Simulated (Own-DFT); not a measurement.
AlGa3N4 (wurtzite random alloy, strained, atoms displaced) (calculated)

All values are calculated (Own-DFT development build). A calculation, not a measurement: plane-wave PBE density functional theory by an unreviewed code, no spin, of a simulated periodic cell, stress positive in tension, free energy of the whole cell less one offset for each atom, forces on such cells passed a denser k mesh, this cell's mesh not checked; offsets are fitted by least squares, one for each functional and potential file, so energies compare only between cells with the same atoms and settings and are not formation energies; the far tail of each file's local potential was reset to the Coulomb form; each entry is a single point on an unrelaxed cell, so the pressure reflects the starting lattice, mostly measured values, from which strain is counted, and rises with the displacements; printed positions are rounded, which can move forces by about a meV/angstrom; the program is a retired in-house code; no spin-orbit coupling.

Common to all runs: functional PBE; potential files PseudoDojo norm-conserving, scalar-relativistic, standard set with the stringent files for Ga; wave cutoff 96 hartree; occupations Gaussian; smearing width 0.01 eV; k mesh 4 x 4 x 3 centred on Gamma.

(1) AlGa3N4 (wurtzite random alloy, strained, atoms displaced)

```cif
# cell vector a (Å): 9.5092 0.0000 0.0000
# cell vector b (Å): -4.7546 8.2353 0.0000
# cell vector c (Å): 0.0000 0.0000 10.4225
data_AlGa3N4
_symmetry_space_group_name_H-M 'P 1'
_symmetry_Int_Tables_number 1
_cell_length_a 9.5092
_cell_length_b 9.5093
_cell_length_c 10.4225
_cell_angle_alpha 90.000
_cell_angle_beta 90.000
_cell_angle_gamma 120.000
_cell_volume 816.20
loop_
_atom_site_label
_atom_site_type_symbol
_atom_site_fract_x
_atom_site_fract_y
_atom_site_fract_z
_atom_site_occupancy
Ga1 Ga 0.11451 0.22524 0.00333 1
Ga2 Ga 0.22853 0.10813 0.24479 1
N1 N 0.10623 0.21226 0.18563 1
N2 N 0.22816 0.11548 0.43517 1
Ga3 Ga 0.11649 0.22881 0.50282 1
Al1 Al 0.22659 0.11925 0.74235 1
N3 N 0.10249 0.21714 0.69050 1
N4 N 0.22192 0.11039 0.94688 1
Ga4 Ga 0.10323 0.54976 0.00189 1
Ga5 Ga 0.22705 0.44355 0.25089 1
N5 N 0.10396 0.55674 0.17582 1
N6 N 0.22597 0.44642 0.43917 1
Ga6 Ga 0.09681 0.54478 0.50615 1
Ga7 Ga 0.22380 0.44467 0.74926 1
N7 N 0.10942 0.56530 0.69116 1
N8 N 0.21726 0.44666 0.93457 1
Ga8 Ga 0.11048 0.89143 0.00095 1
Al2 Al 0.22464 0.77728 0.24841 1
N9 N 0.12904 0.90340 0.18533 1
N10 N 0.22356 0.79054 0.43782 1
Ga9 Ga 0.11132 0.88521 0.50001 1
Al3 Al 0.22434 0.79109 0.75491 1
N11 N 0.11586 0.89044 0.68880 1
N12 N 0.22006 0.78191 0.94275 1
Ga10 Ga 0.45412 0.22614 0.99860 1
Ga11 Ga 0.55593 0.11322 0.24665 1
N13 N 0.45250 0.22720 0.18873 1
N14 N 0.55123 0.10539 0.43502 1
Ga12 Ga 0.44309 0.22300 0.49347 1
Ga13 Ga 0.54388 0.11798 0.74405 1
N15 N 0.43263 0.22295 0.69631 1
N16 N 0.55606 0.10806 0.93991 1
Ga14 Ga 0.44111 0.55478 0.98862 1
Al4 Al 0.55360 0.44880 0.25715 1
N17 N 0.43948 0.56280 0.18852 1
N18 N 0.55780 0.43764 0.44022 1
Ga15 Ga 0.45103 0.54740 0.50160 1
Al5 Al 0.54729 0.43717 0.74441 1
N19 N 0.44535 0.55439 0.68188 1
N20 N 0.56306 0.45262 0.94651 1
Ga16 Ga 0.44513 0.89719 0.99872 1
Ga17 Ga 0.55953 0.77272 0.24561 1
N21 N 0.44215 0.88926 0.19141 1
N22 N 0.54598 0.77341 0.43902 1
Al6 Al 0.45040 0.88721 0.49945 1
Al7 Al 0.55732 0.77992 0.74649 1
N23 N 0.44908 0.89274 0.68991 1
N24 N 0.55939 0.77805 0.94104 1
Al8 Al 0.77638 0.22361 0.99178 1
Ga18 Ga 0.88382 0.10313 0.24959 1
N25 N 0.76917 0.22310 0.18357 1
N26 N 0.88203 0.11649 0.43851 1
Ga19 Ga 0.77141 0.22604 0.49545 1
Ga20 Ga 0.88184 0.10382 0.75214 1
N27 N 0.78306 0.22855 0.69650 1
N28 N 0.89192 0.11780 0.94562 1
Ga21 Ga 0.77539 0.55093 0.99706 1
Ga22 Ga 0.89852 0.45043 0.25139 1
N29 N 0.76843 0.54466 0.19389 1
N30 N 0.89004 0.43796 0.43356 1
Al9 Al 0.78522 0.56147 0.50360 1
Ga23 Ga 0.88671 0.44422 0.75691 1
N31 N 0.77927 0.55986 0.69642 1
N32 N 0.88814 0.44089 0.93933 1
Ga24 Ga 0.78627 0.90153 0.00085 1
Ga25 Ga 0.89092 0.77180 0.24810 1
N33 N 0.78276 0.89065 0.19134 1
N34 N 0.89331 0.77637 0.43031 1
Ga26 Ga 0.77614 0.88854 0.49747 1
Ga27 Ga 0.88325 0.76374 0.75364 1
N35 N 0.78337 0.88833 0.68710 1
N36 N 0.87988 0.77528 0.93363 1
```

```
free energy of cell above offsets : -9.796 eV
pressure                          : 4 GPa
stress xx                         : -4.75 GPa
stress yy                         : -6.65 GPa
stress zz                         : -0.59 GPa
stress yz                         : -0.39 GPa
stress xz                         : 0.43 GPa
stress xy                         : -0.32 GPa
```

Force:
| element | x (eV/Å) | y (eV/Å) | z (eV/Å) |
| --- | --- | --- | --- |
| Ga | 0.089 | -0.066 | -0.399 |
| Ga | -0.491 | 1.967 | 0.805 |
| N | 0.093 | 1.312 | 1.006 |
| N | -1.185 | -0.47 | 0.391 |
| Ga | -0.679 | -1.195 | -0.629 |
| Al | -2.4 | -2.266 | 1.894 |
| N | 1.284 | 0.544 | -0.022 |
| N | 0.422 | 1.111 | -2.379 |
| Ga | 0.54 | 1.27 | -1.651 |
| Ga | -1.432 | -0.678 | -0.194 |
| N | 1.494 | 0.976 | 3.146 |
| N | -0.364 | 0.27 | 0.059 |
| Ga | 1.769 | 1.916 | -0.156 |
| Ga | -1.165 | 0.135 | -0.385 |
| N | 0.659 | 0.127 | 0.453 |
| N | 0.724 | -0.27 | 0.108 |
| Ga | -0.424 | -0.351 | -0.147 |
| Al | -0.234 | 0.361 | 0.126 |
| N | -0.506 | -3.812 | 0.265 |
| N | 2.337 | -2.005 | -1.014 |
| Ga | -0.668 | 1.324 | 0.375 |
| Al | 0.968 | -1.199 | -0.125 |
| N | -0.602 | 0.897 | 0.405 |
| N | 0.4 | -0.637 | -1.526 |
| Ga | -1.104 | -0.201 | 0.813 |
| Ga | 0.118 | -0.482 | 0.299 |
| N | -1.007 | 1.298 | 0.215 |
| N | -0.125 | -0.076 | 1.092 |
| Ga | 0.61 | -1.392 | 0.555 |
| Ga | 2.624 | -0.946 | 1.039 |
| N | 0.867 | 1.41 | -1.653 |
| N | 0.32 | 1.717 | -1.217 |
| Ga | -0.048 | 0.531 | 1.509 |
| Al | 0.191 | -0.71 | -1.47 |
| N | 1.971 | -2.018 | -0.539 |
| N | 1.119 | 1.839 | -0.323 |
| Ga | -1.579 | 1.096 | -0.836 |
| Al | 0.477 | 1.797 | 1.325 |
| N | 0.619 | 0.359 | 1.943 |
| N | -1.245 | -1.654 | -2.798 |
| Ga | 0.457 | -1.925 | 0.922 |
| Ga | -1.215 | 1.7 | 0.651 |
| N | 0.306 | -0.553 | -0.359 |
| N | 1.3 | -0.147 | -0.07 |
| Al | -1.781 | 0.102 | 0.111 |
| Al | 0.275 | 0.131 | 0.59 |
| N | -0.399 | -0.662 | -0.533 |
| N | -0.61 | 0.716 | -1.564 |
| Al | 0.086 | -0.394 | 1.553 |
| Ga | -0.62 | 1.929 | 0.273 |
| N | 1.831 | 0.297 | -0.757 |
| N | 1.363 | -0.611 | 0.063 |
| Ga | 0.415 | -1.127 | 1.117 |
| Ga | 0.123 | 0.55 | 0.369 |
| N | -1.356 | -0.847 | -1.244 |
| N | -0.596 | 0.372 | -1.124 |
| Ga | 0.676 | 1.164 | 1.48 |
| Ga | -1.224 | -1.541 | -0.904 |
| N | -0.137 | 1.035 | -0.484 |
| N | -1.839 | 1.605 | 0.986 |
| Al | 0.059 | -0.571 | -0.5 |
| Ga | 0.706 | 0.478 | -0.531 |
| N | -1.057 | -3.267 | -2.562 |
| N | -0.76 | -0.39 | 0.153 |
| Ga | -0.339 | -1.562 | 0.261 |
| Ga | 0.404 | 0.572 | -0.855 |
| N | 0.173 | -1.278 | -0.667 |
| N | -0.834 | -0.705 | 1.778 |
| Ga | 0.09 | 0.325 | -0.063 |
| Ga | 0.149 | 3.549 | -0.044 |
| N | -1.13 | -1.085 | 0.053 |
| N | 1.047 | 0.311 | 1.543 |

(2) AlGa3N4 (wurtzite random alloy, strained, atoms displaced)

```cif
# cell vector a (Å): 9.5092 0.0000 0.0000
# cell vector b (Å): -4.7546 8.2353 0.0000
# cell vector c (Å): 0.0000 0.0000 10.4225
data_AlGa3N4
_symmetry_space_group_name_H-M 'P 1'
_symmetry_Int_Tables_number 1
_cell_length_a 9.5092
_cell_length_b 9.5093
_cell_length_c 10.4225
_cell_angle_alpha 90.000
_cell_angle_beta 90.000
_cell_angle_gamma 120.000
_cell_volume 816.20
loop_
_atom_site_label
_atom_site_type_symbol
_atom_site_fract_x
_atom_site_fract_y
_atom_site_fract_z
_atom_site_occupancy
Ga1 Ga 0.11385 0.22486 0.99581 1
Ga2 Ga 0.21610 0.10613 0.24303 1
N1 N 0.10283 0.21753 0.19702 1
N2 N 0.21975 0.11411 0.43205 1
Ga3 Ga 0.10832 0.22552 0.50210 1
Ga4 Ga 0.21319 0.10329 0.75296 1
N3 N 0.11145 0.22081 0.68276 1
N4 N 0.22662 0.11848 0.93759 1
Al1 Al 0.11255 0.54719 0.00161 1
Ga5 Ga 0.22801 0.45429 0.24523 1
N5 N 0.11399 0.56127 0.19062 1
N6 N 0.21329 0.44150 0.44235 1
Ga6 Ga 0.11312 0.55182 0.50315 1
Al2 Al 0.21537 0.45236 0.75832 1
N7 N 0.11532 0.56071 0.68436 1
N8 N 0.21938 0.43906 0.93525 1
Ga7 Ga 0.11623 0.89204 0.00528 1
Al3 Al 0.22526 0.77808 0.25337 1
N9 N 0.11484 0.89511 0.19157 1
N10 N 0.22574 0.77476 0.44245 1
Al4 Al 0.12459 0.89919 0.49976 1
Ga8 Ga 0.23051 0.78060 0.73623 1
N11 N 0.11230 0.89632 0.68926 1
N12 N 0.21598 0.77593 0.93596 1
Ga9 Ga 0.44835 0.22737 0.00343 1
Ga10 Ga 0.56757 0.12757 0.25402 1
N13 N 0.44555 0.22762 0.18782 1
N14 N 0.54764 0.10856 0.43628 1
Al5 Al 0.43721 0.22016 0.49019 1
Ga11 Ga 0.56815 0.13538 0.74426 1
N15 N 0.45001 0.22062 0.68731 1
N16 N 0.55149 0.10840 0.94360 1
Al6 Al 0.44324 0.55954 0.99889 1
Ga12 Ga 0.54556 0.44562 0.24951 1
N17 N 0.43986 0.55801 0.18983 1
N18 N 0.55588 0.44984 0.43379 1
Al7 Al 0.44552 0.55751 0.50645 1
Ga13 Ga 0.55657 0.44381 0.74742 1
N19 N 0.44774 0.55653 0.68585 1
N20 N 0.54908 0.44312 0.93193 1
Ga14 Ga 0.43808 0.89569 0.99040 1
Ga15 Ga 0.56316 0.78868 0.24627 1
N21 N 0.44278 0.88582 0.20000 1
N22 N 0.56643 0.78108 0.44008 1
Ga16 Ga 0.45537 0.89137 0.49896 1
Ga17 Ga 0.55939 0.77417 0.75247 1
N23 N 0.44577 0.89217 0.68302 1
N24 N 0.56284 0.78604 0.93787 1
Ga18 Ga 0.77096 0.21322 0.99953 1
Ga19 Ga 0.89455 0.12336 0.25840 1
N25 N 0.77044 0.22656 0.19134 1
N26 N 0.88137 0.10728 0.43531 1
Ga20 Ga 0.77013 0.21224 0.50234 1
Al8 Al 0.89173 0.11550 0.75310 1
N27 N 0.77623 0.21843 0.68763 1
N28 N 0.89134 0.11050 0.93888 1
Ga21 Ga 0.77955 0.56045 0.00264 1
Ga22 Ga 0.88197 0.44535 0.25916 1
N29 N 0.77668 0.54977 0.18872 1
N30 N 0.87957 0.43774 0.43715 1
Ga23 Ga 0.77994 0.55668 0.49711 1
Al9 Al 0.88618 0.44126 0.75125 1
N31 N 0.78396 0.55880 0.69294 1
N32 N 0.88575 0.43855 0.93873 1
Ga24 Ga 0.78014 0.87517 0.00628 1
Ga25 Ga 0.88153 0.77666 0.24534 1
N33 N 0.77890 0.88546 0.19304 1
N34 N 0.88875 0.77894 0.43976 1
Ga26 Ga 0.77290 0.89006 0.49577 1
Ga27 Ga 0.88845 0.78025 0.75334 1
N35 N 0.77534 0.89154 0.68492 1
N36 N 0.87934 0.78069 0.93872 1
```

```
free energy of cell above offsets : -9.545 eV
pressure                          : 4.32 GPa
stress xx                         : -6.45 GPa
stress yy                         : -5.07 GPa
stress zz                         : -1.45 GPa
stress yz                         : 0.22 GPa
stress xz                         : 0.6 GPa
stress xy                         : 0.69 GPa
```

Force:
| element | x (eV/Å) | y (eV/Å) | z (eV/Å) |
| --- | --- | --- | --- |
| Ga | -0.514 | -1.118 | 1.424 |
| Ga | 0.278 | 1.738 | 1.128 |
| N | 1.069 | 1.706 | -1.922 |
| N | 0.71 | -0.38 | 0.954 |
| Ga | 0.232 | -0.804 | -0.769 |
| Ga | 0.894 | 1.976 | -0.195 |
| N | -1.207 | 1.02 | 2.218 |
| N | 0.13 | -0.924 | 0.501 |
| Al | -1.544 | 0.985 | 0.188 |
| Ga | -1.121 | -1.521 | 1.59 |
| N | -0.664 | 0.026 | -0.99 |
| N | 2.283 | 0.873 | -0.842 |
| Ga | -1.403 | 0.485 | -0.859 |
| Al | 1.762 | -0.933 | -2.18 |
| N | -0.728 | -1.746 | 1.706 |
| N | 0.056 | 2.14 | 0.517 |
| Ga | -0.569 | -0.057 | -0.675 |
| Al | -0.237 | 0.247 | 0.338 |
| N | 0.579 | -2.5 | -0.462 |
| N | -1.011 | 0.788 | -0.722 |
| Al | -1.187 | -1.184 | -0.222 |
| Ga | -1.327 | 0.622 | 1.351 |
| N | 0.417 | -1.628 | -1.355 |
| N | 0.394 | -1.298 | -0.21 |
| Ga | -0.13 | 0.015 | -0.451 |
| Ga | -2.001 | -2.472 | -0.148 |
| N | -0.35 | -0.5 | 0.18 |
| N | -0.197 | 1.009 | 0.77 |
| Al | 0.406 | 0.751 | 0.873 |
| Ga | 0.148 | -3.54 | 1.625 |
| N | -2.737 | 0.889 | -1.9 |
| N | -0.128 | 1.583 | -1.466 |
| Al | 0.469 | 0.064 | -0.174 |
| Ga | 0.942 | 0.328 | 0.087 |
| N | 0.976 | 0.806 | -1.999 |
| N | -0.833 | -1.007 | 1.328 |
| Al | -0.161 | -0.019 | -1.282 |
| Ga | -0.081 | 0.049 | -0.18 |
| N | -1.459 | -0.727 | 0.458 |
| N | -0.136 | 1.145 | 1.449 |
| Ga | 0.974 | -1.796 | 1.626 |
| Ga | -0.52 | -1.036 | 1.064 |
| N | -1.053 | 1.225 | -1.46 |
| N | -2.15 | -2.159 | -0.791 |
| Ga | -0.801 | -0.67 | -0.222 |
| Ga | -0.677 | 1.009 | -0.519 |
| N | 1.269 | 0.726 | 0.861 |
| N | -0.95 | -1.589 | 0.752 |
| Ga | 0.527 | 0.585 | 0.672 |
| Ga | -1.234 | -1.113 | -1.429 |
| N | 2.581 | 0.364 | -0.979 |
| N | 0.367 | 0.781 | 1.263 |
| Ga | -0.362 | 0.854 | -0.451 |
| Al | 0.144 | -1.078 | -0.458 |
| N | 1.965 | 1.616 | 0.483 |
| N | -0.205 | -0.385 | -0.627 |
| Ga | 0.098 | -1.245 | -0.586 |
| Ga | 1.314 | 0.15 | -1.395 |
| N | -1.273 | 0.931 | -0.319 |
| N | 0.942 | 0.025 | 1.468 |
| Ga | -0.486 | 0.426 | 0.715 |
| Al | 0.262 | 0.775 | -0.041 |
| N | 0.383 | -0.783 | -0.422 |
| N | 0.751 | 0.723 | -0.57 |
| Ga | -3.248 | 3.046 | 0.676 |
| Ga | 1.858 | -0.594 | 1.822 |
| N | -0.643 | 1.617 | -0.996 |
| N | 1.317 | 0.717 | -0.246 |
| Ga | 2.382 | -0.005 | 1.234 |
| Ga | -0.165 | 0.237 | -0.984 |
| N | 0.721 | 1.031 | 0.763 |
| N | 3.89 | -1.276 | -0.589 |
